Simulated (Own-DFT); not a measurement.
# Short bonds, stiff crystals?

Source: density functional calculations with Own-DFT, an unreviewed in-house program that is no longer used. Nothing was measured or relaxed, and spin and spin-orbit coupling are left out.

Caveats (not all hold for every row): forces on such cells moved up to 12 meV/angstrom on a denser k mesh; forces not confirmed at this smearing and k mesh; k mesh not checked against a denser one; forces on such cells passed a denser k mesh, each cell not checked; stress not checked against mesh or cutoff.

All runs are PBE with PseudoDojo norm-conserving files; cutoff and k mesh are each material's own. Every cell starts from measured lattice constants and was given uniform random strains and small random moves of its atoms. Each triple is the change of volume in per cent, the rms move u in Å and the pressure in GPa.

- 3C SiC (C48Si48), 10.36 Å³/atom unstrained: (-1.77, 0.051, 9.49); (-1.05, 0.051, 8.02); (-0.17, 0.048, 5.90); (-0.08, 0.050, 5.50); (1.10, 0.051, 3.19); (2.09, 0.049, 0.79); (3.38, 0.050, -1.21)
- wurtzite AlN (Al64N64), 10.45 Å³/atom unstrained: (-2.41, 0.049, 11.25); (-1.37, 0.048, 8.47); (-0.11, 0.054, 6.83); (0.00, 0.048, 5.72); (0.01, 0.052, 5.82); (0.25, 0.053, 5.30); (2.36, 0.048, 1.04)
- wurtzite GaN (Ga36N36), 11.42 Å³/atom unstrained: (-1.61, 0.048, 10.33); (-0.88, 0.051, 9.07); (-0.71, 0.053, 8.84); (-0.62, 0.051, 8.36); (-0.57, 0.046, 7.92); (-0.49, 0.050, 7.88); (2.49, 0.048, 2.50)
- diamond silicon (Si64), 20.02 Å³/atom unstrained: withheld
- zincblende GaAs (As32Ga32), 22.58 Å³/atom unstrained: (-2.89, 0.045, 6.42); (-1.83, 0.051, 5.66); (-0.97, 0.045, 4.89); (0.71, 0.050, 3.47); (1.17, 0.047, 3.16); (1.18, 0.045, 3.20); (1.71, 0.047, 2.70)
- zincblende InP (In32P32), 25.27 Å³/atom unstrained: (-1.80, 0.045, 4.87); (-1.15, 0.050, 4.64); (-0.83, 0.051, 4.33); (-0.34, 0.053, 4.12); (0.20, 0.053, 3.72); (0.23, 0.049, 3.69); (2.17, 0.048, 2.10)

## Worked fit

Fit a line to each set against the fractional change of volume; B is minus its slope, and u is nearly the same within a set. To take it to zero pressure, assume that B rises by 4 GPa for each GPa: B0 = B - 4 x (mean pressure). The bond length of an ideal tetrahedral crystal with the unstrained volume v is d = (√3/4)(8 v)^(1/3). Cohen's empirical rule reads B0 = (1971 - 220 L) d^(-3.5) GPa, with L = 0 for group IV crystals and SiC and 1 for III-V compounds.

```
                  material  L  d (Å)   B (GPa)  mean P (GPa)  B0 (GPa)  rule (GPa)
          3C SiC (C48Si48)  0  1.888   212 ± 6           4.5   194 ± 6         213
    wurtzite AlN (Al64N64)  1  1.893  211 ± 10           6.3  185 ± 10         188
    wurtzite GaN (Ga36N36)  1  1.950   191 ± 8           7.8   159 ± 8         169
    diamond silicon (Si64)  0  2.352         ?             ?         ?          99
zincblende GaAs (As32Ga32)  1  2.448    81 ± 1           4.2    64 ± 1          76
  zincblende InP (In32P32)  1  2.541    71 ± 4           3.9    56 ± 4          67
```

A line through ln[B0/(1971 - 220 L)] against ln d has a slope of -4.0 ± 0.1 and a scatter of 3 %. Against the rule, B0 stands at 91 % for 3C SiC, 99 % for wurtzite AlN, 94 % for wurtzite GaN, 84 % for zincblende GaAs, 83 % for zincblende InP. PBE tends to make silicon and heavier crystals too soft, and the rule itself is only a guide.

## Check

The question: what B0 does the fitted trend give for diamond silicon (Si64)?

Estimate: 85 GPa. Its own runs give B = 96 ± 4 GPa at a mean pressure of 2.4 GPa, so B0 = 86 GPa.
